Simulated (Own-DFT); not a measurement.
# Response to strain: diamond-structure GeSn with randomly placed atoms, 64 atoms (Ge52Sn12)

All numbers below are calculated, not measured. The program, named Own-DFT, is a retired in-house plane-wave density functional code that no person has reviewed. Each row is one single-point run on a periodic cell that was not relaxed, without spin or spin-orbit coupling.

Settings of every run: PBE; PseudoDojo norm-conserving scalar-relativistic files; cutoff 49 hartree; 3 x 3 x 3 k mesh centred on Gamma; Fermi-Dirac smearing of 0.1 eV.

Known limits: forces on such cells moved up to 12 meV/angstrom on a denser k mesh; stress not checked against mesh or cutoff.

Unstrained cell vectors in Å: (11.628, 0.000, 0.000); (0.000, 11.628, 0.000); (0.000, 0.000, 11.628). The unstrained cell has measured lattice constants (interpolated for alloys), not those of this functional. That, the random moves and any unrelaxed bonds set the pressure at no strain. Each run strains this cell uniformly, with the atoms carried along. Every atom was also moved at random, by a Gaussian of width 0.05 Å on each axis. The random placing of the alloy's atoms differs from row to row. Strain is the symmetric tensor, in per cent. Stress is positive in tension, and the pressure is minus a third of its trace.

| run | e_xx (%) | e_yy (%) | e_zz (%) | s_xx (GPa) | s_yy (GPa) | s_zz (GPa) | P (GPa) | E (meV/atom) |
|---|---|---|---|---|---|---|---|---|
| 1 | -2.75 | -2.75 | 0.00 | -10.86 | -11.04 | -9.40 | 10.43 | 120.1 |
| 2 | 0.75 | 0.75 | 0.00 | -4.22 | -4.15 | -4.62 | 4.33 | 21.2 |
| 3 | 1.25 | 1.25 | 0.00 | -3.37 | -3.34 | -4.04 | 3.58 | 11.0 |
| 4 | -2.50 | -2.50 | 0.00 | -10.14 | -10.02 | -8.82 | 9.66 | 94.2 |
| 5 | 0.25 | 0.25 | 0.00 | -4.85 | -4.92 | -5.01 | 4.93 | 21.8 |
| 6 | 2.50 | 2.50 | 0.00 | -1.65 | -1.39 | -2.90 | 1.98 | 0.0 |
| 7 | -1.75 | -1.75 | 0.00 | -8.67 | -8.80 | -7.64 | 8.37 | 76.8 |
| 8 | -1.00 | -1.00 | 0.00 | -7.21 | -7.18 | -6.56 | 6.98 | 54.2 |
| 9 | -1.50 | -1.50 | 0.00 | ? | ? | ? | ? | ? |

E is the free energy for each atom above the lowest run shown.

## Worked fit

The change of volume is close to e_xx + e_yy + e_zz. A straight line through the runs shown gives P = 5.66 - 81 x (fractional change of volume) GPa, with an error of 3 on the slope and a scatter of 0.30 GPa. The strain isn't the same on all axes, but the crystal is cubic, so the slope still estimates the bulk modulus, averaged over pressures from 2.0 to 10.4 GPa.

## Withheld run

Question: what pressure should run 9 give? Its volume changes by -2.98 %.

The line gives 8.1 GPa. The calculation gave 7.87 GPa.
